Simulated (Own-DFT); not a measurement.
# Response to strain: wurtzite AlN, 72 atoms (Al36N36)

The numbers are computed, not measured, by runs of the plane-wave DFT program Own-DFT (in-house, retired, unreviewed) at fixed positions, with no spin and no spin-orbit coupling.

Settings: PBE; PseudoDojo norm-conserving scalar-relativistic files; cutoff 42 hartree; 3 x 3 x 2 k mesh centred on Gamma; Fermi-Dirac smearing of 0.1 eV.

Caveats: forces on such cells moved up to 12 meV/angstrom on a denser k mesh; stress not checked against mesh or cutoff.

Unstrained cell vectors in Å: (9.336, 0.000, 0.000); (-4.668, 8.085, 0.000); (0.000, 0.000, 9.964). The unstrained cell has measured lattice constants (interpolated for alloys), not those of this functional. That, the random moves and any unrelaxed bonds set the pressure at no strain. A uniform strain is put on this cell, atoms riding along. All atoms carry random offsets, Gaussian with a width of 0.05 Å per axis. Stress is counted positive in tension, P = -(s_xx + s_yy + s_zz)/3, and strain components are those of the symmetric tensor.

```
run,e_xx (%),e_yy (%),e_zz (%),e_yz (%),e_xz (%),e_xy (%),s_xx (GPa),s_yy (GPa),s_zz (GPa),s_yz (GPa),s_xz (GPa),s_xy (GPa),P (GPa),E (meV/atom)
1,-1.74,-1.68,-1.04,-1.68,1.40,1.44,-16.54,-18.75,-13.23,-4.43,3.49,4.43,16.18,50.8
2,1.10,-1.60,1.92,-0.86,-0.24,-0.29,-3.97,-9.52,2.88,-2.74,-1.54,-1.89,3.54,24.4
3,1.30,-1.47,1.88,1.86,1.21,1.00,-0.27,-8.47,1.44,3.64,3.08,3.64,2.43,15.2
4,-0.28,-1.82,1.00,-1.61,1.82,-1.55,-11.87,-13.22,-1.04,-3.48,5.45,-6.66,8.71,30.8
5,-1.85,-1.85,-0.33,-1.30,-0.98,0.24,-16.47,-17.89,-9.77,-3.72,-2.76,2.37,14.71,21.4
6,-1.52,1.42,-0.78,-0.96,-0.44,-1.25,-11.80,-1.67,-9.51,-2.57,-2.05,-4.92,7.66,18.5
7,0.59,-1.88,-0.99,-0.25,0.82,0.99,-6.63,-15.78,-9.51,0.57,1.96,4.66,10.64,26.8
8,1.47,-0.08,0.63,0.47,0.11,-1.27,1.00,-5.26,-0.19,1.29,0.27,-4.47,1.48,0.0
9,-1.59,-0.49,-0.55,-1.76,-1.23,-0.43,-15.51,-9.19,-12.02,-5.06,-4.89,-1.81,12.24,35.8
10,-1.40,0.04,0.27,-0.95,-1.21,-1.37,-10.08,-6.28,-7.57,-1.57,-2.53,-3.83,7.98,4.8
11,-1.55,-1.13,-1.20,1.61,0.75,-0.04,-14.53,-15.14,-16.55,4.14,3.16,2.15,15.40,49.9
12,-1.53,1.33,-0.29,1.68,1.37,0.23,-12.14,-1.27,-8.41,4.27,3.02,2.89,7.27,26.9
13,1.37,-1.71,-1.06,-1.24,-0.46,-0.67,-1.65,-13.05,-12.30,-2.87,-0.81,-1.44,9.00,21.5
14,0.78,0.69,-1.85,1.65,0.70,-0.10,-3.02,-2.98,-13.57,4.19,2.48,-0.92,6.52,14.5
15,-1.41,1.66,1.20,0.39,-1.80,0.82,-10.57,1.47,-2.91,1.09,-6.38,4.39,4.01,33.7
16,-0.16,-0.72,0.28,-1.67,0.07,-1.97,?,?,?,?,?,?,?,?
```

E is the free energy per atom, counted from the lowest run shown.

## Worked fit

Regress every stress component on the fractional strains (shears doubled) of the visible runs, with a constant. Shear strains stay in the fit of a normal stress only where such slopes are resolved. The slopes, in GPa:

```
stress,at no strain,per e_xx,per e_yy,per e_zz,scatter
s_xx,-6.3,456 ± 28,127 ± 28,24 ± 31,1.32
s_yy,-5.7,127 ± 21,490 ± 21,122 ± 23,0.97
s_zz,-6.4,116 ± 34,46 ± 34,455 ± 38,1.59
```

The slope of each shear stress on twice its own strain, from a fit on all six strains: yz 123 ± 10, xz 137 ± 8, xy 175 ± 15 GPa. These are stiffnesses along x, y and z of the frame in which the cell vectors are given, with the crystal's c axis along z: C11, C12, C13 and C33. Hexagonal symmetry asks that xx and yy behave alike, which is a second check on the noise. The atoms are held to the strained lattice; where symmetry lets them move under strain, relaxing them would lower some slopes. Slopes across the diagonal should nearly agree, so their difference gauges the noise. A ninth of the table's sum, 218 ± 6 GPa, estimates the bulk modulus near the mean pressure of these runs, 8.5 GPa, so it lies above the value at zero pressure.

## The run left out

The question: what normal stresses and pressure should run 16 give?

The fit gives s_xx = -7.9, s_yy = -9.1, s_zz = -5.6 and P = 7.5 GPa. The run itself gave -7.53, -9.99, -4.81 and P = 7.44 GPa.
